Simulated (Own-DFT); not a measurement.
# What random displacements cost in 6H (3C twinned every three layers) SiC, 48 atoms (C24Si24)

All numbers below are calculated, not measured. The program, named Own-DFT, is a retired in-house plane-wave density functional code that no person has reviewed. Each row is one single-point run on a periodic cell that was not relaxed, without spin or spin-orbit coupling.

Settings of every run: PBE; PseudoDojo norm-conserving scalar-relativistic files; cutoff 42 hartree; 5 x 5 x 2 k mesh centred on Gamma; Fermi-Dirac smearing of 0.1 eV.

Known limits, some of them of some rows only: some atoms lie very close together; forces on such cells passed a denser k mesh, each cell not checked; stress not checked against mesh or cutoff.

Cell vectors in Å: (4.360, -4.360, 0.000); (0.000, 4.360, -4.360); (8.719, 8.719, 8.719). In each run every atom was moved at random and independently from its ideal site; u is the rms move along one axis. E is the free energy for each atom above the fitted value at u = 0, and F the rms of the force components.

```
run   u (Å)  E (meV/atom)  F (eV/Å)  largest force (eV/Å)  P (GPa)
  1  0.0275          31.9     0.841                  3.19     3.67
  2  0.0301             ?         ?                     ?        ?
  3  0.0592         134.9     1.822                  5.38     6.19
  4  0.0600         135.6     1.850                  7.40     6.44
  5  0.0944         352.5     3.021                 12.31    11.20
  6  0.0945         370.4     3.097                 12.70    10.73
  7  0.1059         484.0     3.790                 15.40    15.47
```

## Worked fit

For small independent moves the energy grows as E = (3/2) K u², with K the mean stiffness felt by one atom. The runs with u up to 0.11 Å give K = 26.9 ± 0.9 eV/Å², with residuals divided by u² + 0.0006 Å², since the noise grows with the moves. The scatter is 6.6 meV/atom at u = 0.05 Å. The forces follow F = G u with G = 32.2 eV/Å²; no force at u = 0 is resolved. G exceeds K because the moves of its neighbours add to the force on an atom, and stiffness differs between atoms. The pressure follows P = 2.59 + 1034 u² GPa: at fixed volume, shortened bonds push harder than stretched ones pull.

## Withheld run

Question: what energy and rms force should run 2 give?

The fit gives 36 ± 3 meV/atom and about 0.97 eV/Å. The calculation gave 37.2 meV/atom and 0.900 eV/Å.
